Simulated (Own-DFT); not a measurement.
# How HSE06 shifts the pressure of monoclinic HfO2, 94 atoms (Hf32O62), with two O vacancies

Calculated, not measured. Each geometry was run twice at fixed positions with Own-DFT, a retired in-house plane-wave program that no person has reviewed: with PBE, and with HSE06 (exact exchange share 0.25 at short range, screening 0.11 per bohr, Gygi-Baldereschi treatment of its divergence). Both used PseudoDojo norm-conserving files made for PBE, a cutoff of 48 hartree, the Gamma point alone, fixed occupations, a neutral cell and no spin. One k point on a cell 10.1 Å thick isn't converged, and results move with the size of the cell. The hafnium file keeps the 4f electrons in the core, and its forces lie about 75 meV/Å off all-electron values. The oxygen file's force components were 24 meV/Å off all-electron values in a glass.

Unstrained cell vectors in Å: (10.234, 0.000, 0.000); (0.000, 10.350, 0.000); (-1.695, 0.000, 10.445), volume V0 = 1106.4 Å³, from measured lattice constants. Each geometry has its own random strain of a few per cent, its own defect sites and random moves of rms u per axis. HSE06 gave the energy alone. D is its energy less that of PBE, over the lowest D shown. The PBE stress wasn't checked against mesh or cutoff.

```
run  V - V0 (Å³)   u (Å)  P with PBE (GPa)  D (eV)
  1          3.1  0.0499              4.98   1.836
  2         -4.3  0.0288              4.24   1.436
  3          8.9  0.0514              4.00   1.974
  4        -32.8  0.0282             12.30   0.736
  5        -63.3  0.0289             20.42   0.000
  6        -46.5  0.0294             16.43   0.388
  7         -9.9  0.0478              7.40   1.519
  8         17.1  0.0307              0.17   2.081
  9        -22.7  0.0295              9.72   0.889
 10        -19.7  0.0301              8.01   1.123
 11        -49.6  0.0501             17.33   0.617
 12         10.6  0.0298              1.67   1.775
 13        -27.2  0.0491             13.08   0.978
 14         12.8  0.0300              1.11       ?
```

## Working it out

D = 1.44 + 0.0247 (V - V0) + 127 u² eV, with an error of 0.0008 on the volume slope, 23 on the last term and a scatter of 0.07 eV. Pressure is -dE/dV, and 1 eV/Å³ is 160.2 GPa, so HSE06 changes the pressure by -4.0 ± 0.1 GPa. With the ions held to the strained lattice, the PBE pressure falls by 279 ± 8 GPa per unit of volume strain; the shape of the strain isn't fitted, so the true error is larger, and a relaxed crystal would be softer. On that slope HSE06's volume at a given pressure is about 1.4 % smaller, or 0.5 % in lengths. At u = 0 and V0 the PBE pressure is 3.2 GPa, which puts the zero-pressure volume, against the measured cell and with the defects in, at +1.1 % for PBE and -0.3 % for HSE06, each good to a few tenths of a per cent.

## Prediction

Q: what D should run 14 give?

From the fit: 1.87 eV, with rows scattering by 0.07. DFT gave 1.856 eV.
